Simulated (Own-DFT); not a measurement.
Simulation results for SiC (4H silicon carbide, atoms displaced), GaP (zincblende, strained, atoms displaced), SiC (2H silicon carbide, atoms displaced)

A calculation, not a measurement: plane-wave PBE density functional theory by an unreviewed code, no spin, of a simulated periodic cell, stress positive in tension, free energy of the whole cell less one offset for each atom, forces on such cells passed a denser k mesh, this cell's mesh not checked; offsets are fitted by least squares, one for each functional and potential file, so energies compare only between cells with the same atoms and settings and are not formation energies; the far tail of each file's local potential was reset to the Coulomb form; each entry is a single point on an unrelaxed cell, so the pressure reflects the starting lattice, mostly measured values (interpolated for alloys), from which strain is counted, and rises with the displacements; printed positions are rounded, which can move forces by about a meV/angstrom; the program, named Own-DFT, is a retired in-house code; no spin-orbit coupling. Program: Own-DFT development build.

Common to all runs: functional PBE; potential files PseudoDojo norm-conserving, scalar-relativistic, standard set; wave cutoff 42 hartree; occupations Fermi-Dirac; smearing width 0.1 eV.

(1) SiC (4H silicon carbide, atoms displaced)

```cif
# cell vector a (Å): 12.3308 0.0000 0.0000
# cell vector b (Å): -6.1654 10.6788 0.0000
# cell vector c (Å): 0.0000 0.0000 10.0681
data_SiC
_symmetry_space_group_name_H-M 'P 1'
_symmetry_Int_Tables_number 1
_cell_length_a 12.3308
_cell_length_b 12.3308
_cell_length_c 10.0681
_cell_angle_alpha 90.000
_cell_angle_beta 90.000
_cell_angle_gamma 120.000
_cell_volume 1325.75
loop_
_atom_site_label
_atom_site_type_symbol
_atom_site_fract_x
_atom_site_fract_y
_atom_site_fract_z
_atom_site_occupancy
Si1 Si 0.00160 0.99880 0.41034 1
Si2 Si 0.08796 0.16975 0.15479 1
C1 C 0.99912 0.99669 0.09676 1
C2 C 0.08211 0.16587 0.34079 1
Si3 Si 0.99705 0.24612 0.40535 1
Si4 Si 0.08115 0.41435 0.15290 1
C3 C 0.99936 0.24576 0.09354 1
C4 C 0.07999 0.41363 0.34335 1
Si5 Si 0.99801 0.49715 0.40690 1
Si6 Si 0.08526 0.66897 0.15428 1
C5 C 0.00288 0.50424 0.09617 1
C6 C 0.08333 0.66647 0.34519 1
Si7 Si 0.00533 0.75526 0.40820 1
Si8 Si 0.08360 0.91390 0.16337 1
C7 C 0.00017 0.75228 0.08952 1
C8 C 0.08135 0.91772 0.35077 1
Si9 Si 0.25149 0.99784 0.40648 1
Si10 Si 0.33785 0.17023 0.15629 1
C9 C 0.24987 0.00008 0.09362 1
C10 C 0.33499 0.17143 0.34114 1
Si11 Si 0.24903 0.24788 0.40469 1
Si12 Si 0.33286 0.41589 0.15696 1
C11 C 0.25287 0.25085 0.09729 1
C12 C 0.33232 0.41949 0.34382 1
Si13 Si 0.24934 0.50271 0.40948 1
Si14 Si 0.33582 0.66693 0.16053 1
C13 C 0.24906 0.49841 0.09402 1
C14 C 0.33087 0.66917 0.34419 1
Si15 Si 0.25099 0.74881 0.40542 1
Si16 Si 0.33016 0.91510 0.16028 1
C15 C 0.25034 0.74985 0.09293 1
C16 C 0.33201 0.91370 0.34646 1
Si17 Si 0.49658 0.99779 0.40143 1
Si18 Si 0.58521 0.16835 0.15542 1
C17 C 0.50047 0.00059 0.09058 1
C18 C 0.57858 0.16588 0.34615 1
Si19 Si 0.50073 0.25023 0.40263 1
Si20 Si 0.58403 0.41538 0.15881 1
C19 C 0.49794 0.24353 0.09723 1
C20 C 0.58580 0.41703 0.35108 1
Si21 Si 0.49643 0.50168 0.40950 1
Si22 Si 0.58631 0.66735 0.15816 1
C21 C 0.50096 0.49967 0.09333 1
C22 C 0.58138 0.66820 0.34325 1
Si23 Si 0.49930 0.75085 0.40424 1
Si24 Si 0.58111 0.91549 0.15904 1
C23 C 0.50335 0.75233 0.09532 1
C24 C 0.58652 0.91694 0.34637 1
Si25 Si 0.74905 0.00104 0.40147 1
Si26 Si 0.83224 0.16619 0.15046 1
C25 C 0.75177 0.00027 0.09301 1
C26 C 0.83330 0.16406 0.34362 1
Si27 Si 0.75002 0.25011 0.40445 1
Si28 Si 0.82980 0.41637 0.15435 1
C27 C 0.75083 0.24896 0.09337 1
C28 C 0.82518 0.40944 0.34214 1
Si29 Si 0.75061 0.50250 0.40866 1
Si30 Si 0.82989 0.66750 0.15333 1
C29 C 0.75032 0.49759 0.09339 1
C30 C 0.83004 0.66730 0.34201 1
Si31 Si 0.75076 0.75272 0.39912 1
Si32 Si 0.83405 0.91602 0.16031 1
C31 C 0.74561 0.74751 0.09409 1
C32 C 0.83338 0.91949 0.33834 1
Si33 Si 0.99748 0.00127 0.90807 1
Si34 Si 0.91509 0.83205 0.65708 1
C33 C 0.00132 0.00006 0.59328 1
C34 C 0.91572 0.83403 0.84497 1
Si35 Si 0.99788 0.75302 0.91013 1
Si36 Si 0.91990 0.57956 0.65587 1
C35 C 0.00119 0.74801 0.59427 1
C36 C 0.91725 0.58495 0.84757 1
Si37 Si 0.00106 0.50070 0.90568 1
Si38 Si 0.91542 0.33348 0.65363 1
C37 C 0.00347 0.50283 0.59253 1
C38 C 0.91769 0.33312 0.84138 1
Si39 Si 0.99971 0.25241 0.90710 1
Si40 Si 0.91622 0.07830 0.65709 1
C39 C 0.99847 0.25192 0.59796 1
C40 C 0.91490 0.08594 0.84515 1
Si41 Si 0.75214 0.99503 0.90394 1
Si42 Si 0.66638 0.83069 0.65736 1
C41 C 0.74857 0.99676 0.59100 1
C42 C 0.66860 0.83359 0.84344 1
Si43 Si 0.74889 0.74963 0.90487 1
Si44 Si 0.66935 0.58433 0.65590 1
C43 C 0.74710 0.75052 0.59282 1
C44 C 0.67102 0.58807 0.84354 1
Si45 Si 0.74696 0.49682 0.90339 1
Si46 Si 0.66814 0.33316 0.65877 1
C45 C 0.74979 0.49725 0.59442 1
C46 C 0.66993 0.33724 0.84293 1
Si47 Si 0.74752 0.24515 0.90501 1
Si48 Si 0.66672 0.08769 0.65899 1
C47 C 0.74864 0.25354 0.59188 1
C48 C 0.66725 0.08289 0.83286 1
Si49 Si 0.49878 0.99479 0.90455 1
Si50 Si 0.42192 0.83526 0.65961 1
C49 C 0.49353 0.00014 0.59970 1
C50 C 0.41624 0.83502 0.84595 1
Si51 Si 0.49687 0.74713 0.90436 1
Si52 Si 0.42445 0.58537 0.65145 1
C51 C 0.50469 0.75085 0.59509 1
C52 C 0.41417 0.58363 0.84593 1
Si53 Si 0.50207 0.50001 0.90546 1
Si54 Si 0.41882 0.33326 0.65716 1
C53 C 0.49664 0.49372 0.59410 1
C54 C 0.41903 0.33331 0.84916 1
Si55 Si 0.50236 0.25080 0.90657 1
Si56 Si 0.41835 0.08419 0.65708 1
C55 C 0.49695 0.25147 0.59346 1
C56 C 0.41297 0.08378 0.84927 1
Si57 Si 0.24537 0.99918 0.90235 1
Si58 Si 0.16787 0.82933 0.66307 1
C57 C 0.24610 0.99996 0.59773 1
C58 C 0.16972 0.83466 0.84357 1
Si59 Si 0.25342 0.75184 0.90997 1
Si60 Si 0.16422 0.57461 0.65464 1
C59 C 0.24962 0.74842 0.59287 1
C60 C 0.16734 0.58010 0.84406 1
Si61 Si 0.24723 0.49803 0.90442 1
Si62 Si 0.16568 0.33374 0.65495 1
C61 C 0.24901 0.49801 0.59875 1
C62 C 0.16193 0.32710 0.84385 1
Si63 Si 0.24994 0.25279 0.90460 1
Si64 Si 0.16370 0.08411 0.65175 1
C63 C 0.25167 0.24538 0.59817 1
C64 C 0.16886 0.08746 0.84065 1
```

```
hardware                          : one NVIDIA H200
k mesh                            : 3 x 3 x 3 centred on Gamma
free energy of cell above offsets : -19.132 eV
pressure                          : 3.66 GPa
stress xx                         : -3.33 GPa
stress yy                         : -3.45 GPa
stress zz                         : -4.2 GPa
stress yz                         : -0.18 GPa
stress xz                         : 0.3 GPa
stress xy                         : 0.76 GPa
wall time                         : 520.5 s
```

Force:
```
element  x (eV/Å)  y (eV/Å)  z (eV/Å)
     Si    -1.403     0.752    -1.155
     Si    -0.341    -1.416     0.154
      C     0.216     0.662    -0.202
      C     0.377    -0.165     1.021
     Si     0.334     0.628     0.484
     Si     0.108     0.368     0.733
      C    -0.398     0.985    -0.327
      C     0.351      0.33      0.19
     Si     -0.42     0.105     -0.97
     Si    -0.433    -0.256     0.468
      C    -0.446    -1.201    -0.629
      C    -0.149     0.115    -0.443
     Si    -0.703    -1.688      0.11
     Si    -0.395     0.944    -1.206
      C     -0.06    -0.492     1.871
      C     1.326    -0.045    -0.909
     Si    -0.784     1.092     0.913
     Si    -0.853    -1.454    -0.106
      C    -0.335    -0.075     0.457
      C     0.451    -1.274     0.527
     Si    -0.341     0.779     0.614
     Si     0.132      0.57    -0.178
      C    -0.194     0.128    -1.094
      C     0.035    -0.373     0.553
     Si    -0.216    -0.923    -0.485
     Si     -0.38    -0.288    -1.369
      C      0.08     0.265    -0.088
      C      1.32     -0.54     0.475
     Si    -1.265     0.048         1
     Si     0.522     0.619    -1.392
      C     0.425     0.095     0.812
      C    -0.214     0.113    -0.579
     Si     0.657     0.562     1.627
     Si     0.031    -1.112     0.393
      C     0.097    -0.334     1.048
      C     1.439    -0.471    -0.717
     Si    -0.764     0.394     1.309
     Si    -0.227    -0.076     0.201
      C     0.479     2.078    -0.931
      C    -1.136     0.487    -1.111
     Si     1.141    -0.564    -0.924
     Si    -1.266    -0.732    -0.477
      C     0.083     0.023     0.342
      C     0.341    -0.293     0.477
     Si     0.153     0.088     0.608
     Si     0.581     0.752    -0.871
      C    -0.374    -0.794    -0.211
      C    -1.599    -0.135    -0.486
     Si     0.844     -0.21     1.213
     Si     0.691    -0.414     1.127
      C    -0.547    -0.566    -0.159
      C    -0.897     0.659    -0.593
     Si     -0.41    -1.065      0.25
     Si     1.451     0.109     0.295
      C    -0.441     0.275    -0.541
      C     0.702     1.973     0.179
     Si     0.226    -0.537    -0.343
     Si     1.041    -0.497     0.252
      C    -1.059     0.537    -0.496
      C      1.21      0.31     0.193
     Si    -0.469    -0.067     1.223
     Si    -0.158     0.302    -1.862
      C     0.813     0.913    -0.442
      C     0.548    -0.357     2.008
     Si     0.877     0.297    -0.005
     Si     0.493     -0.32    -0.252
      C    -0.708     -0.58     0.229
      C    -0.223     0.324    -0.081
     Si      1.11    -0.344    -1.582
     Si    -1.446     1.126     0.597
      C    -0.416     0.082     0.433
      C     0.058    -0.216    -0.567
     Si    -0.271     0.014      0.42
     Si    -0.052     0.108     0.371
      C     -0.18    -1.532    -0.133
      C    -0.793     0.225     0.582
     Si      0.05    -0.755    -0.275
     Si    -1.163     1.132    -0.161
      C     0.629     -1.09    -1.209
      C     0.884     -0.57    -0.181
     Si    -1.356     1.208     0.412
     Si     0.082     1.115    -0.372
      C    -0.243     0.637     0.233
      C     -0.71    -0.911    -0.003
     Si     0.232     0.418     0.556
     Si    -0.151     -0.31    -0.278
      C     1.129    -0.287    -0.647
      C    -0.456    -1.262    -0.155
     Si     0.732     1.522      0.74
     Si    -1.296     0.017     -0.99
      C     0.336     0.807      0.25
      C    -0.081    -1.659     0.412
     Si     0.333     0.849    -0.307
     Si     0.341    -0.972    -2.913
      C      0.85    -0.643     0.043
      C    -0.015    -0.575     3.685
     Si    -0.595     2.077      0.12
     Si    -1.313    -0.736    -0.655
      C      2.21    -0.157    -1.672
      C     0.803    -1.165    -0.294
     Si     0.478     0.795     0.804
     Si    -1.673    -0.656     1.514
      C    -0.926    -0.149    -0.654
      C     0.965    -0.542    -0.832
     Si    -0.439     0.414     0.292
     Si    -0.614    -0.892     0.715
      C     0.547     1.625     0.122
      C    -0.368     0.438    -0.875
     Si    -0.222    -0.585     0.419
     Si    -2.106     0.413     0.744
      C     1.664    -0.487     -0.08
      C     1.281    -0.135    -0.803
     Si     0.542     0.559     0.831
     Si    -0.529     0.743    -1.748
      C     1.134    -0.485    -0.745
      C    -0.634    -0.801     1.237
     Si    -0.761     -0.76    -0.956
     Si    -0.128     2.441     0.793
      C     0.957    -0.429     0.499
      C    -0.741     0.886    -0.123
     Si     0.575     -0.43     0.497
     Si     0.665     -1.11     0.373
      C     1.227     0.397    -1.252
      C     0.199     1.553    -0.096
     Si     0.734    -0.681       0.6
     Si     1.214    -0.543     1.349
      C    -1.278      1.68    -1.365
      C    -0.976    -0.782      0.56
```

(2) GaP (zincblende, strained, atoms displaced)

```cif
# cell vector a (Å): 10.8620 0.0000 0.0000
# cell vector b (Å): 0.0000 10.8620 0.0000
# cell vector c (Å): 0.0000 0.0000 10.9439
data_GaP
_symmetry_space_group_name_H-M 'P 1'
_symmetry_Int_Tables_number 1
_cell_length_a 10.8620
_cell_length_b 10.8620
_cell_length_c 10.9439
_cell_angle_alpha 90.000
_cell_angle_beta 90.000
_cell_angle_gamma 90.000
_cell_volume 1291.19
loop_
_atom_site_label
_atom_site_type_symbol
_atom_site_fract_x
_atom_site_fract_y
_atom_site_fract_z
_atom_site_occupancy
Ga1 Ga 0.01128 0.00840 0.99309 1
Ga2 Ga 0.00412 0.23945 0.25061 1
Ga3 Ga 0.24892 0.98843 0.24909 1
Ga4 Ga 0.25161 0.23906 0.99529 1
P1 P 0.12606 0.11665 0.12220 1
P2 P 0.12797 0.37639 0.36993 1
P3 P 0.38154 0.12288 0.37316 1
P4 P 0.37665 0.38464 0.11620 1
Ga5 Ga 0.99657 0.01322 0.50176 1
Ga6 Ga 0.99850 0.24197 0.74652 1
Ga7 Ga 0.25238 0.99672 0.75331 1
Ga8 Ga 0.25131 0.24626 0.49887 1
P5 P 0.11072 0.12141 0.63063 1
P6 P 0.11694 0.36459 0.87716 1
P7 P 0.35993 0.11831 0.87718 1
P8 P 0.37252 0.38196 0.62317 1
Ga9 Ga 0.99289 0.50238 0.00356 1
Ga10 Ga 0.00940 0.75873 0.23911 1
Ga11 Ga 0.24729 0.50342 0.24876 1
Ga12 Ga 0.25479 0.75520 0.00593 1
P9 P 0.13483 0.61698 0.14216 1
P10 P 0.13329 0.87354 0.36270 1
P11 P 0.37613 0.61664 0.37002 1
P12 P 0.37686 0.87514 0.12955 1
Ga13 Ga 0.99896 0.49402 0.48660 1
Ga14 Ga 0.99210 0.74102 0.74766 1
Ga15 Ga 0.24211 0.50902 0.75122 1
Ga16 Ga 0.23974 0.75450 0.49681 1
P13 P 0.11924 0.62258 0.62587 1
P14 P 0.13325 0.87979 0.87949 1
P15 P 0.39055 0.63822 0.85983 1
P16 P 0.37670 0.86999 0.63693 1
Ga17 Ga 0.49742 0.00238 0.99742 1
Ga18 Ga 0.49698 0.25161 0.24289 1
Ga19 Ga 0.75369 0.99672 0.24266 1
Ga20 Ga 0.74273 0.23535 0.00185 1
P17 P 0.62031 0.12573 0.12602 1
P18 P 0.62557 0.36492 0.38387 1
P19 P 0.88269 0.11468 0.37446 1
P20 P 0.87852 0.38628 0.11939 1
Ga21 Ga 0.48840 0.00868 0.49177 1
Ga22 Ga 0.49093 0.24715 0.74261 1
Ga23 Ga 0.76585 0.00300 0.75604 1
Ga24 Ga 0.74794 0.25070 0.49429 1
P21 P 0.61433 0.12169 0.62709 1
P22 P 0.62575 0.36852 0.87402 1
P23 P 0.87207 0.13658 0.87533 1
P24 P 0.86474 0.38377 0.62606 1
Ga25 Ga 0.50061 0.49887 0.00898 1
Ga26 Ga 0.49531 0.74105 0.25050 1
Ga27 Ga 0.74497 0.49435 0.25710 1
Ga28 Ga 0.74273 0.74470 0.00287 1
P25 P 0.63036 0.62883 0.12497 1
P26 P 0.62819 0.87868 0.37403 1
P27 P 0.88035 0.61931 0.37658 1
P28 P 0.87494 0.86143 0.12948 1
Ga29 Ga 0.50788 0.49324 0.50643 1
Ga30 Ga 0.49356 0.76278 0.74134 1
Ga31 Ga 0.75889 0.50046 0.75351 1
Ga32 Ga 0.75100 0.74823 0.50436 1
P29 P 0.62536 0.63054 0.62379 1
P30 P 0.61638 0.87577 0.86308 1
P31 P 0.88806 0.62851 0.88000 1
P32 P 0.86002 0.87378 0.62783 1
```

```
k mesh                            : 3 x 3 x 3 centred on Gamma
free energy of cell above offsets : -28.812 eV
pressure                          : 4.61 GPa
stress xx                         : -4.73 GPa
stress yy                         : -4.63 GPa
stress zz                         : -4.47 GPa
stress yz                         : 0.81 GPa
stress xz                         : -0.04 GPa
stress xy                         : 0.58 GPa
```

Force:
```
element  x (eV/Å)  y (eV/Å)  z (eV/Å)
     Ga    -1.682    -1.009    -0.151
     Ga    -0.127     1.139     -0.55
     Ga      1.11     1.788    -0.589
     Ga    -0.844     1.617      0.99
      P     0.762     0.847     1.077
      P     0.138    -1.274     0.144
      P    -2.296     1.098    -1.544
      P    -1.536    -1.814      1.16
     Ga     0.394    -2.859     0.314
     Ga    -1.026     2.104     0.191
     Ga    -0.833     -0.23    -0.842
     Ga    -0.264      0.33     0.186
      P     2.652     -0.19    -0.527
      P     0.628     1.067    -0.035
      P     2.326     0.484    -0.733
      P    -0.753    -0.578     0.436
     Ga     2.233      0.13    -0.207
     Ga     -0.18     -1.73     1.316
     Ga     1.902    -1.963     1.256
     Ga      0.13    -1.023    -0.467
      P    -2.015     2.087    -3.569
      P    -1.869     0.306     2.172
      P     0.085     0.238     1.528
      P     0.767    -0.037    -0.405
     Ga     0.109    -0.121     1.587
     Ga     0.977     1.816    -0.375
     Ga     0.757    -0.691     0.695
     Ga     1.172    -0.914     0.676
      P    -0.283     0.204    -1.153
      P    -1.184    -1.296    -0.569
      P    -1.948    -1.895     2.419
      P    -2.502     2.468    -3.859
     Ga    -0.035    -0.579    -0.101
     Ga    -0.032     0.671     0.503
     Ga    -0.249    -0.201     0.517
     Ga      0.32     2.222     0.054
      P     0.217    -0.894     0.177
      P    -0.961     0.897    -1.885
      P    -1.826     1.604    -1.007
      P    -1.562    -2.556     1.575
     Ga     1.858    -2.146     1.798
     Ga     0.003     0.385     0.895
     Ga    -2.143     0.149    -0.058
     Ga     0.824     -1.39     1.552
      P     1.302    -0.134    -0.396
      P    -0.376     0.335     0.116
      P     0.851    -1.326     0.446
      P     1.685    -1.673    -1.174
     Ga     1.363     1.214    -2.184
     Ga     0.828     0.933     0.144
     Ga     0.512      0.31    -0.284
     Ga     0.709     1.007     -1.44
      P    -1.042    -1.367     1.013
      P    -0.671    -0.492     0.089
      P     -0.64     1.527    -0.857
      P    -0.312     1.822    -1.872
     Ga    -0.339     0.803    -0.438
     Ga     2.781    -1.888      0.47
     Ga     -1.32     0.856     0.871
     Ga    -0.273    -0.227    -1.331
      P    -0.083    -0.566     0.775
      P     1.567     0.652      1.57
      P    -2.058    -0.201     0.238
      P     2.303     0.157    -0.345
```

(3) SiC (2H silicon carbide, atoms displaced)

```cif
# cell vector a (Å): 6.1654 0.0000 0.0000
# cell vector b (Å): -3.0827 5.3394 0.0000
# cell vector c (Å): 0.0000 0.0000 10.0681
data_SiC
_symmetry_space_group_name_H-M 'P 1'
_symmetry_Int_Tables_number 1
_cell_length_a 6.1654
_cell_length_b 6.1654
_cell_length_c 10.0681
_cell_angle_alpha 90.000
_cell_angle_beta 90.000
_cell_angle_gamma 120.000
_cell_volume 331.44
loop_
_atom_site_label
_atom_site_type_symbol
_atom_site_fract_x
_atom_site_fract_y
_atom_site_fract_z
_atom_site_occupancy
Si1 Si 0.00213 0.99843 0.00454 1
Si2 Si 0.16070 0.35397 0.25535 1
C1 C 0.99604 0.03555 0.17096 1
C2 C 0.20417 0.35779 0.44245 1
Si3 Si 0.98519 0.00554 0.50565 1
Si4 Si 0.17343 0.33146 0.75886 1
C3 C 0.99826 0.99633 0.68604 1
C4 C 0.20225 0.31668 0.93492 1
Si5 Si 0.99468 0.50405 0.99743 1
Si6 Si 0.17259 0.83644 0.24201 1
C5 C 0.99176 0.50210 0.19894 1
C6 C 0.13898 0.81904 0.44496 1
Si7 Si 0.97703 0.48846 0.51231 1
Si8 Si 0.16357 0.81740 0.75735 1
C7 C 0.00994 0.50691 0.67423 1
C8 C 0.16917 0.84526 0.93072 1
Si9 Si 0.50678 0.04969 0.00859 1
Si10 Si 0.66377 0.33335 0.24681 1
C9 C 0.47666 0.02644 0.17639 1
C10 C 0.64722 0.32009 0.43329 1
Si11 Si 0.50232 0.98210 0.49462 1
Si12 Si 0.64250 0.36028 0.75979 1
C11 C 0.51113 0.01706 0.68815 1
C12 C 0.68505 0.33925 0.93866 1
Si13 Si 0.48417 0.49891 0.99448 1
Si14 Si 0.63873 0.83146 0.23939 1
C13 C 0.50934 0.49904 0.19476 1
C14 C 0.66389 0.82521 0.44400 1
Si15 Si 0.51174 0.47243 0.50133 1
Si16 Si 0.67031 0.82509 0.75376 1
C15 C 0.49957 0.49464 0.68602 1
C16 C 0.66618 0.85032 0.96549 1
```

```
hardware                          : one NVIDIA H100
k mesh                            : 5 x 5 x 3 centred on Gamma
free energy of cell above offsets : 4.803 eV
pressure                          : 10.39 GPa
stress xx                         : -8.54 GPa
stress yy                         : -6.41 GPa
stress zz                         : -16.22 GPa
stress yz                         : -1.43 GPa
stress xz                         : -2.15 GPa
stress xy                         : -1.57 GPa
wall time                         : 124 s
```

Force:
```
element  x (eV/Å)  y (eV/Å)  z (eV/Å)
     Si    -0.548    -0.239    -2.923
     Si     3.213    -1.914     0.565
      C     0.322    -1.577      6.04
      C    -4.715    -2.688    -0.436
     Si      2.58      0.57    -1.719
     Si    -1.488    -0.878    -3.505
      C     0.351     0.043     2.325
      C    -6.423    -1.033     -0.87
     Si     2.925     1.301     1.356
     Si    -4.528     0.706      3.07
      C     0.204     1.021    -3.252
      C     1.423     1.083    -1.762
     Si     1.796     0.674    -6.829
     Si     0.385     2.296    -4.636
      C    -0.406    -0.789     8.863
      C     0.648    -1.222     3.419
     Si     1.086    -5.689    -3.906
     Si    -0.757     1.058     2.224
      C     2.489    -1.621     3.657
      C     4.684    -2.269    -0.599
     Si    -3.545      0.44      2.07
     Si     7.362    -4.713    -0.993
      C    -0.233     -1.08     1.019
      C    -2.435     2.914    -0.956
     Si     4.954     4.372      4.43
     Si     2.706     1.345     0.815
      C     -3.15      0.79    -2.205
      C     0.266    -0.607      -2.2
     Si    -3.421     3.854     0.735
     Si    -1.799     2.671     0.281
      C     -3.38     2.306    -0.423
      C    -0.564    -1.125    -3.659
```
